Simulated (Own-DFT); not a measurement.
# What a defect does to the pressure of its cell: zincblende GaAs

Everything here is calculated. The program is Own-DFT (plane waves, in-house, since retired, never reviewed by a person); positions were held fixed, and spin and spin-orbit coupling were off.

Common settings: PBE; PseudoDojo norm-conserving scalar-relativistic files; cutoff 42 hartree; 3 x 3 x 3 k mesh centred on Gamma; Fermi-Dirac smearing of 0.1 eV.

Known weak points (not all hold for every row): not probed for a lower state with spin; forces not confirmed at this smearing and k mesh; stress not checked against mesh or cutoff.

All runs share one cell, with vectors in Å (10.862, 0.000, 0.000); (0.000, 10.862, 0.000); (0.000, 0.000, 11.796) and a volume of 1391.7 Å³, strained against the parent crystal. u is the rms random offset of the atoms per axis. The defect's site can differ from row to row.

```
                             cell     formula   u (Å)  P (GPa)
                        no defect    As32Ga32  0.0301     6.70
                        no defect    As32Ga32  0.0327     6.68
                        no defect    As32Ga32  0.0443     6.98
one As vacancy and one Ga vacancy    As31Ga31  0.0271     5.84
one As vacancy and one Ga vacancy    As31Ga31  0.0309     5.94
one As vacancy and one Ga vacancy    As31Ga31  0.0470     6.14
              one Al on a Ga site  AlAs32Ga31  0.0309     6.68
              one Al on a Ga site  AlAs32Ga31  0.0498     6.96
              one Al on a Ga site  AlAs32Ga31  0.0520     7.19
              one P on an As site   As31Ga32P  0.0314     6.37
              one P on an As site   As31Ga32P  0.0321     6.42
              one P on an As site   As31Ga32P  0.0421        ?
              one P on an As site   As31Ga32P  0.0463     6.62
              one In on a Ga site  As32Ga31In  0.0289     7.45
              one In on a Ga site  As32Ga31In  0.0309     7.43
              one In on a Ga site  As32Ga31In  0.0331     7.49
```

## Worked fit

P = P0 + c u² + a shift for each defect gives P0 = 6.48 GPa, c = 229 ± 25 GPa/Å² and a scatter of 0.05 GPa. The shifts, and each times the cell's volume:

- one In on a Ga site: 0.75 ± 0.05 GPa, 6.5 eV
- one Al on a Ga site: -0.01 ± 0.05 GPa, -0.1 eV (not resolved)
- one P on an As site: -0.33 ± 0.04 GPa, -2.9 eV
- one As vacancy and one Ga vacancy: -0.81 ± 0.04 GPa, -7.0 eV

Positive is outwards. The product with the volume (160.2 GPa Å³ to the eV) is nearly free of the cell's size; divided by the bulk modulus at the cell's pressure it gives the volume that the defect adds. The atoms around the defects weren't relaxed, which would change these numbers.

## Prediction

Q: what pressure belongs in the blank (one P on an As site, u = 0.0421 Å)?

From the fit: 6.56 ± 0.06 GPa. The hidden result is 6.50 GPa.
